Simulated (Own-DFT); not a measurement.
# Computed records: GaP (zincblende, atoms displaced)

A calculation, not a measurement: plane-wave PBE density functional theory by an unreviewed code, no spin, of a simulated periodic cell, stress positive in tension, free energy of the whole cell less one offset for each atom, forces on such cells passed a denser k mesh, this cell's mesh not checked; offsets are fitted by least squares, one for each functional and potential file, so energies compare only between cells with the same atoms and settings and are not formation energies; the far tail of each file's local potential was reset to the Coulomb form; each entry is a single point on an unrelaxed cell, so the pressure reflects the starting lattice, mostly measured values (interpolated for alloys), from which strain is counted, and rises with the displacements; printed positions are rounded, which can move forces by about a meV/angstrom; the program, named Own-DFT, is a retired in-house code; no spin-orbit coupling. Program: Own-DFT development build.

```json
{"formula": "GaP", "kind": "zincblende, atoms displaced", "structure": {"cell_angstrom": [[10.901, 0.0, 0.0], [0.0, 10.901, 0.0], [0.0, 0.0, 10.901]], "atoms_fractional": [["Ga", 0.99965, 0.99832, 0.00405], ["Ga", 0.00172, 0.24441, 0.24615], ["Ga", 0.24454, 0.99273, 0.25206], ["Ga", 0.25154, 0.24741, 3e-05], ["P", 0.12969, 0.12213, 0.12824], ["P", 0.13019, 0.37875, 0.37503], ["P", 0.37236, 0.11759, 0.37623], ["P", 0.37067, 0.37092, 0.11438], ["Ga", 0.00092, 0.00989, 0.50635], ["Ga", 0.0005, 0.26365, 0.7463], ["Ga", 0.253, 0.00493, 0.74254], ["Ga", 0.25457, 0.2419, 0.49053], ["P", 0.11911, 0.12266, 0.63422], ["P", 0.12985, 0.36077, 0.87514], ["P", 0.37559, 0.11976, 0.86572], ["P", 0.37882, 0.38019, 0.62942], ["Ga", 0.99398, 0.4975, 0.00204], ["Ga", 0.99842, 0.74489, 0.2495], ["Ga", 0.25657, 0.49667, 0.24954], ["Ga", 0.24731, 0.74176, 0.99617], ["P", 0.12249, 0.6286, 0.12795], ["P", 0.12248, 0.87119, 0.37474], ["P", 0.37238, 0.6263, 0.37593], ["P", 0.37405, 0.87576, 0.11721], ["Ga", 0.99885, 0.49705, 0.4975], ["Ga", 0.98957, 0.75447, 0.74731], ["Ga", 0.24807, 0.50284, 0.75053], ["Ga", 0.25002, 0.75249, 0.50222], ["P", 0.12993, 0.62314, 0.6151], ["P", 0.12346, 0.87317, 0.88175], ["P", 0.37746, 0.62816, 0.87939], ["P", 0.37886, 0.87132, 0.61891], ["Ga", 0.50332, 0.99992, 0.99627], ["Ga", 0.50008, 0.24938, 0.24923], ["Ga", 0.75049, 0.99814, 0.2486], ["Ga", 0.75, 0.24644, 0.99318], ["P", 0.62427, 0.12545, 0.12225], ["P", 0.62147, 0.38023, 0.36732], ["P", 0.87098, 0.12677, 0.3837], ["P", 0.8684, 0.37727, 0.12755], ["Ga", 0.49917, 0.00432, 0.49686], ["Ga", 0.49136, 0.25293, 0.74801], ["Ga", 0.75005, 0.00128, 0.75287], ["Ga", 0.74657, 0.24998, 0.50094], ["P", 0.62099, 0.11897, 0.62574], ["P", 0.6211, 0.38219, 0.87876], ["P", 0.8783, 0.12216, 0.87584], ["P", 0.87219, 0.37009, 0.62706], ["Ga", 0.499, 0.51067, 0.0009], ["Ga", 0.49641, 0.75422, 0.24555], ["Ga", 0.75257, 0.50695, 0.24866], ["Ga", 0.74274, 0.74507, 0.00504], ["P", 0.63448, 0.63227, 0.12939], ["P", 0.62187, 0.8678, 0.3746], ["P", 0.87531, 0.62038, 0.38325], ["P", 0.87463, 0.87531, 0.12725], ["Ga", 0.4949, 0.50731, 0.48888], ["Ga", 0.49954, 0.74656, 0.75966], ["Ga", 0.74991, 0.50051, 0.7514], ["Ga", 0.75254, 0.75277, 0.49706], ["P", 0.62743, 0.6244, 0.62491], ["P", 0.62378, 0.8733, 0.87728], ["P", 0.87976, 0.62701, 0.87267], ["P", 0.87474, 0.87809, 0.63106]]}, "settings": {"functional": "PBE", "potential_files": "PseudoDojo norm-conserving, scalar-relativistic, standard set", "wave_cutoff [hartree]": 42.0, "occupations": "Fermi-Dirac", "smearing_width [eV]": 0.1, "hardware": "one NVIDIA H100", "k_mesh": "3 x 3 x 3 centred on Gamma"}, "results": {"free_energy_of_cell_above_offsets [eV]": "-33.551", "pressure [GPa]": 3.16, "stress_xx [GPa]": -3.22, "stress_yy [GPa]": -3.13, "stress_zz [GPa]": -3.12, "stress_yz [GPa]": 0.36, "stress_xz [GPa]": -0.51, "stress_xy [GPa]": 0.55, "force_element": ["Ga", "Ga", "Ga", "Ga", "P", "P", "P", "P", "Ga", "Ga", "Ga", "Ga", "P", "P", "P", "P", "Ga", "Ga", "Ga", "Ga", "P", "P", "P", "P", "Ga", "Ga", "Ga", "Ga", "P", "P", "P", "P", "Ga", "Ga", "Ga", "Ga", "P", "P", "P", "P", "Ga", "Ga", "Ga", "Ga", "P", "P", "P", "P", "Ga", "Ga", "Ga", "Ga", "P", "P", "P", "P", "Ga", "Ga", "Ga", "Ga", "P", "P", "P", "P"], "force_x [eV/angstrom]": [0.221, -0.269, 0.591, 0.067, -0.329, -0.465, 0.45, 1.046, -0.211, -0.123, -0.347, -0.763, 0.723, -0.464, 0.127, -0.716, 0.821, -0.394, -0.493, -0.235, 0.455, -0.479, -0.193, -0.314, 0.39, 1.805, 0.079, 0.029, -1.075, 0.199, -0.809, 0.018, -0.4, -0.425, -0.335, -0.209, 0.148, 0.306, 0.337, 0.472, 0.395, 1.151, -0.22, -0.712, 0.218, 0.121, 0.15, -0.284, 0.567, -0.127, -0.017, 1.576, -1.942, 0.212, -0.033, -0.109, 0.849, 0.384, -0.003, -0.175, -0.372, 0.488, -0.864, -0.49], "force_y [eV/angstrom]": [0.029, 0.73, -0.139, -1.244, 0.014, -0.955, 0.227, 0.784, -1.14, -1.6, -1.517, 0.996, 1.156, 2.106, 0.524, -0.032, -0.105, 0.404, 0.312, 0.856, -1.23, 0.306, 0.712, -0.056, -0.476, -0.463, -0.312, 0.044, 0.178, 0.179, -0.594, 0.339, 0.181, -0.108, 0.122, 0.536, -0.097, -0.233, -0.184, -0.782, -1.049, -0.082, -0.159, 0.177, 0.965, -0.726, 0.568, 1.045, -0.697, -0.284, -0.493, 1.17, -1.005, 1.061, 0.585, -0.449, -0.711, 0.418, 0.037, -0.061, 0.208, -0.016, -0.371, 0.398], "force_z [eV/angstrom]": [0.008, 0.682, -0.254, -0.452, -0.422, -0.3, -1.193, 1.052, -0.407, 0.53, 0.376, 1.623, -0.889, 0.223, 1.177, -1.406, -0.171, 0.488, -0.391, 0.587, -0.333, 0.573, -1.039, 0.316, 0.597, 0.28, 0.172, -0.554, 1.297, -1.204, -0.567, 0.891, 0.1, -0.305, 0.513, 0.364, 0.215, 0.58, -1.152, -0.302, 0.159, 0.316, 0.127, 0.036, 0.232, -0.397, -0.323, -0.606, 0.697, 0.14, 0.532, -1.269, 0.435, -0.134, -0.877, -0.141, 1.332, -1.325, 0.044, 0.845, -0.182, -0.115, 0.48, -1.31], "wall_time [s]": 532.6}}
```
